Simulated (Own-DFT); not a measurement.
# How strain changes the stress of 2H SiC, 72 atoms (C36Si36)

These are calculations, not measurements. The program, named Own-DFT, is a retired in-house plane-wave density functional code that no person has reviewed. Each row is one single-point run on a periodic cell that was not relaxed, without spin or spin-orbit coupling.

Settings of every run: PBE; PseudoDojo norm-conserving scalar-relativistic files; cutoff 42 hartree; 4 x 4 x 3 k mesh centred on Gamma; Fermi-Dirac smearing of 0.1 eV.

Known limits: forces on such cells passed a denser k mesh, each cell not checked; stress not checked against mesh or cutoff.

Unstrained cell vectors in Å: (9.248, 0.000, 0.000); (-4.624, 8.009, 0.000); (0.000, 0.000, 10.068). The unstrained cell has measured lattice constants (interpolated for alloys), not those of this functional. That, the random moves and any unrelaxed bonds set the pressure at no strain. Each run strains this cell uniformly, with the atoms carried along. Every atom was also moved at random, by a Gaussian of width 0.05 Å on each axis. Strain is the symmetric tensor, in per cent. Stress is positive in tension, and the pressure is minus a third of its trace.

```
run,e_xx (%),e_yy (%),e_zz (%),e_yz (%),e_xz (%),e_xy (%),s_xx (GPa),s_yy (GPa),s_zz (GPa),s_yz (GPa),s_xz (GPa),s_xy (GPa),P (GPa),E (meV/atom)
1,1.03,-0.08,-0.20,1.41,1.13,-0.13,1.97,-5.22,-8.90,4.11,3.79,0.08,4.05,10.4
2,-1.81,1.29,-1.15,1.22,-0.20,1.43,-12.90,0.51,-15.83,3.56,-0.68,7.17,9.41,23.3
3,0.12,1.69,0.13,-1.73,-1.38,0.33,-1.96,4.06,-6.76,-5.10,-4.81,2.91,1.55,17.0
4,0.47,0.05,1.28,-1.33,1.93,0.28,-0.68,-2.72,-0.79,-4.62,5.57,1.84,1.40,4.8
5,0.79,1.81,1.92,-0.48,1.57,1.03,1.96,5.56,4.05,-1.57,4.37,4.72,-3.86,12.3
6,2.00,0.10,0.71,-0.34,-0.24,1.33,7.79,-3.98,-1.89,-1.18,-0.21,5.71,-0.64,2.8
7,-0.70,-1.64,-1.60,1.26,1.56,1.16,-13.65,-13.62,-18.07,4.46,6.08,5.07,15.11,41.3
8,-0.92,-1.81,-0.42,-0.14,-0.08,0.62,-13.24,-16.08,-10.09,-0.49,-2.06,1.61,13.14,21.9
9,0.41,0.97,-1.12,1.37,-1.34,1.92,-1.99,-0.69,-12.68,4.46,-3.74,9.98,5.12,14.6
10,0.71,0.47,-0.97,-0.92,-1.30,1.60,-1.05,-2.28,-11.47,-3.72,-4.08,6.94,4.93,9.8
11,-0.44,0.89,0.69,-0.11,-0.93,-1.06,-4.81,-1.42,-3.52,-0.32,-3.47,-5.59,3.25,20.9
12,0.75,-1.93,1.94,-0.94,-0.55,1.40,-2.16,-14.14,3.22,-3.24,-1.75,6.84,4.36,22.5
13,0.49,-0.55,-0.13,-1.27,0.33,0.16,-2.38,-5.39,-9.15,-3.97,1.33,0.53,5.64,0.0
14,0.24,-0.90,0.44,-0.28,-1.79,-1.08,-3.59,-12.03,-4.00,-1.27,-5.65,-4.23,6.54,30.6
15,-1.99,1.87,1.17,1.13,1.26,-1.17,-14.45,4.42,-1.21,3.62,3.88,-7.49,3.74,22.6
16,-0.70,-0.18,-0.95,1.98,-0.69,-1.25,-10.58,-5.96,-14.24,6.13,-2.94,-5.44,10.26,42.7
17,1.20,0.70,-1.18,1.28,-1.39,1.20,?,?,?,?,?,?,?,?
```

E is the free energy for each atom above the lowest run shown.

## Worked fit

Each stress component was fitted by least squares to a constant and the strains of the runs shown, as fractions, with shears doubled. Shear strains stay in the fit of a normal stress only where such slopes are resolved. The slopes, in GPa:

```
stress,at no strain,per e_xx,per e_yy,per e_zz,scatter
s_xx,-4.9,599 ± 26,139 ± 21,53 ± 25,1.00
s_yy,-5.0,49 ± 32,529 ± 26,24 ± 30,1.22
s_zz,-7.6,65 ± 22,23 ± 18,570 ± 21,0.85
```

Each shear stress against twice its own strain: yz 158 ± 6, xz 162 ± 9, xy 233 ± 14 GPa. These are stiffnesses along x, y and z of the frame in which the cell vectors are given, which need not be the crystal's axes. The atoms are held to the strained lattice; where symmetry lets them move under strain, relaxing them would lower some slopes. The table should be nearly symmetric about its diagonal, and what it lacks of that shows the noise. A ninth of its sum, 228 ± 4 GPa, estimates the bulk modulus near the mean pressure of these runs, 5.3 GPa, so it lies above the value at zero pressure.

## Withheld run

Question: what normal stresses and pressure should run 17 give?

The fit gives s_xx = 2.6, s_yy = -1.0, s_zz = -13.4 and P = 3.9 GPa. The calculation gave 3.19, 1.21, -19.42 and P = 5.01 GPa. This run lies off the fit, by chance or by something that the fit leaves out.
